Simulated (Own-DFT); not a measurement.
# Which defects push the lattice out? zincblende GaAs

No measurement is shown. These are fixed-geometry runs of a retired plane-wave code named Own-DFT, which no person has reviewed; spin and spin-orbit coupling are neglected.

All runs used: PBE; PseudoDojo norm-conserving scalar-relativistic files; cutoff 42 hartree; 3 x 3 x 3 k mesh centred on Gamma; Fermi-Dirac smearing of 0.1 eV.

Caveats (not all hold for every row): not probed for a lower state with spin; forces not confirmed at this smearing and k mesh; stress not checked against mesh or cutoff.

All runs share one cell, with vectors in Å (10.862, 0.000, 0.000); (0.000, 10.862, 0.000); (0.000, 0.000, 11.796) and a volume of 1391.7 Å³, strained against the parent crystal. The atoms are randomly displaced, by u rms on each axis. The defect's site can differ from row to row.

```
                             cell     formula   u (Å)  P (GPa)
                        no defect    As32Ga32  0.0276     6.65
                        no defect    As32Ga32  0.0477     6.92
                        no defect    As32Ga32  0.0495     7.06
              one P on an As site   As31Ga32P  0.0309     6.41
              one P on an As site   As31Ga32P  0.0321     6.41
              one P on an As site   As31Ga32P  0.0448        ?
              one P on an As site   As31Ga32P  0.0488     6.64
one As vacancy and one Ga vacancy    As31Ga31  0.0326     5.95
one As vacancy and one Ga vacancy    As31Ga31  0.0482     6.26
one As vacancy and one Ga vacancy    As31Ga31  0.0496     6.13
              one In on a Ga site  As32Ga31In  0.0287     7.43
              one In on a Ga site  As32Ga31In  0.0289     7.42
              one In on a Ga site  As32Ga31In  0.0302     7.39
              one Al on a Ga site  AlAs32Ga31  0.0281     6.62
              one Al on a Ga site  AlAs32Ga31  0.0456     6.96
              one Al on a Ga site  AlAs32Ga31  0.0532     7.17
```

## What the rows give

P = P0 + c u² + a shift for each defect gives P0 = 6.48 GPa, c = 215 ± 24 GPa/Å² and a scatter of 0.06 GPa. The shifts, and each times the cell's volume:

- one In on a Ga site: 0.74 ± 0.05 GPa, 6.4 eV
- one Al on a Ga site: 0.02 ± 0.05 GPa, 0.2 eV (not resolved)
- one P on an As site: -0.31 ± 0.05 GPa, -2.7 eV
- one As vacancy and one Ga vacancy: -0.79 ± 0.05 GPa, -6.9 eV

Positive is outwards. The product with the volume (160.2 GPa Å³ to the eV) is nearly free of the cell's size; divided by the bulk modulus at the cell's pressure it gives the volume that the defect adds. The atoms around the defects weren't relaxed, which would change these numbers.

## Withheld run

The question: what pressure belongs in the blank (one P on an As site, u = 0.0448 Å)?

The fit gives 6.61 ± 0.07 GPa. The hidden result is 6.62 GPa.
